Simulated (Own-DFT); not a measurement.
# How strain changes the stress of wurtzite AlN, 128 atoms (Al64N64)

These are calculations, not measurements. The program, named Own-DFT, is a retired in-house plane-wave density functional code that no person has reviewed. Each row is one single-point run on a periodic cell that was not relaxed, without spin or spin-orbit coupling.

Settings of every run: PBE; PseudoDojo norm-conserving scalar-relativistic files; cutoff 42 hartree; 3 x 3 x 3 k mesh centred on Gamma; Gaussian smearing of 0.01 eV.

Known limits: k mesh not checked against a denser one; stress not checked against mesh or cutoff.

Unstrained cell vectors in Å: (12.448, 0.000, 0.000); (-6.224, 10.780, 0.000); (0.000, 0.000, 9.964). The unstrained cell has measured lattice constants (interpolated for alloys), not those of this functional. That, the random moves and any unrelaxed bonds set the pressure at no strain. Each run strains this cell uniformly, with the atoms carried along. Every atom was also moved at random, by a Gaussian of width 0.05 Å on each axis. Strain is the symmetric tensor, in per cent. Stress is positive in tension, and the pressure is minus a third of its trace.

| run | e_xx (%) | e_yy (%) | e_zz (%) | e_yz (%) | e_xz (%) | e_xy (%) | s_xx (GPa) | s_yy (GPa) | s_zz (GPa) | s_yz (GPa) | s_xz (GPa) | s_xy (GPa) | P (GPa) | E (meV/atom) |
|---|---|---|---|---|---|---|---|---|---|---|---|---|---|---|
| 1 | 0.85 | -0.03 | 1.34 | -0.52 | -1.66 | -0.30 | -1.59 | -5.25 | 1.04 | -0.92 | -4.60 | -1.03 | 1.93 | 17.5 |
| 2 | 1.77 | 0.28 | -1.27 | -0.22 | 0.35 | 1.16 | 0.48 | -2.04 | -10.26 | -1.54 | 1.36 | 5.26 | 3.94 | 5.0 |
| 3 | 1.09 | 0.44 | 0.44 | -0.89 | 1.87 | 0.32 | -0.39 | -2.16 | -2.13 | -1.93 | 4.53 | 0.91 | 1.56 | 3.9 |
| 4 | -1.80 | 1.05 | -0.83 | -1.98 | 0.59 | -0.06 | -13.43 | -3.10 | -9.82 | -4.95 | 1.57 | 0.03 | 8.78 | 9.3 |
| 5 | 1.15 | 1.54 | -0.29 | 0.36 | -1.23 | -1.48 | 0.73 | 1.66 | -5.46 | 0.55 | -3.01 | -5.55 | 1.02 | 7.8 |
| 6 | 0.45 | -0.14 | 1.61 | 0.29 | 1.92 | -0.92 | -4.06 | -3.31 | 1.65 | 0.97 | 5.04 | -4.30 | 1.91 | 0.0 |
| 7 | -0.53 | 1.61 | -0.89 | -0.81 | 0.44 | -0.77 | -7.50 | -1.03 | -5.84 | -1.96 | 1.22 | -2.08 | 4.79 | 3.1 |
| 8 | -0.34 | 1.73 | 1.89 | 0.71 | -0.91 | -0.89 | -4.93 | 2.20 | 4.35 | 1.48 | -2.25 | -3.49 | -0.54 | 3.7 |
| 9 | -0.62 | 1.76 | -1.53 | 1.26 | 0.01 | 1.88 | -7.52 | 0.87 | -12.44 | 3.38 | -0.61 | 6.23 | 6.36 | 12.2 |
| 10 | 1.75 | -0.73 | -0.85 | -0.15 | 0.72 | -1.73 | 0.49 | -10.02 | -7.27 | -0.77 | 2.29 | -5.88 | 5.60 | 22.2 |
| 11 | 0.22 | -0.75 | -0.94 | 0.48 | -0.31 | -1.00 | -5.53 | -10.64 | -9.60 | 0.49 | -1.01 | -2.70 | 8.59 | 8.0 |
| 12 | 0.03 | 0.22 | 1.57 | 0.24 | -1.10 | 1.84 | -6.20 | -2.59 | 1.31 | 0.28 | -1.78 | 6.93 | 2.49 | 14.7 |
| 13 | -1.44 | 1.34 | -1.01 | -1.13 | 0.46 | 0.22 | -13.09 | -0.50 | -10.78 | -2.52 | 1.22 | 0.09 | 8.12 | 13.4 |
| 14 | 1.99 | 0.37 | -0.75 | -1.14 | 0.27 | -0.33 | 2.77 | -2.31 | -7.86 | -2.66 | 0.20 | -1.13 | 2.47 | 6.7 |
| 15 | 1.22 | 1.89 | 1.12 | 1.74 | -0.28 | 1.12 | 2.13 | 3.84 | 2.24 | 4.18 | -0.56 | 4.19 | -2.74 | 0.5 |
| 16 | 1.47 | -1.17 | 0.14 | 0.44 | -0.01 | -0.19 | ? | ? | ? | ? | ? | ? | ? | ? |

E is the free energy for each atom above the lowest run shown.

## Worked fit

Each stress component was fitted by least squares to a constant and the strains of the runs shown, as fractions, with shears doubled. Shear strains stay in the fit of a normal stress only where such slopes are resolved. The slopes, in GPa:

| stress | at no strain | per e_xx | per e_yy | per e_zz | scatter |
|---|---|---|---|---|---|
| s_xx | -6.4 | 459 ± 17 | 109 ± 22 | 44 ± 15 | 0.69 |
| s_yy | -5.7 | 79 ± 32 | 445 ± 41 | 70 ± 28 | 1.27 |
| s_zz | -5.4 | 69 ± 28 | 68 ± 35 | 447 ± 24 | 1.10 |

Each shear stress against twice its own strain: yz 117 ± 7, xz 126 ± 7, xy 183 ± 7 GPa. These are stiffnesses along x, y and z of the frame in which the cell vectors are given, which need not be the crystal's axes. The atoms are held to the strained lattice; where symmetry lets them move under strain, relaxing them would lower some slopes. The table should be nearly symmetric about its diagonal, and what it lacks of that shows the noise. A ninth of its sum, 199 ± 4 GPa, estimates the bulk modulus near the mean pressure of these runs, 3.6 GPa, so it lies above the value at zero pressure.

## Withheld run

Question: what normal stresses and pressure should run 16 give?

The fit gives s_xx = -0.8, s_yy = -9.7, s_zz = -4.5 and P = 5.0 GPa. The calculation gave 0.84, -9.44, -6.30 and P = 4.97 GPa.
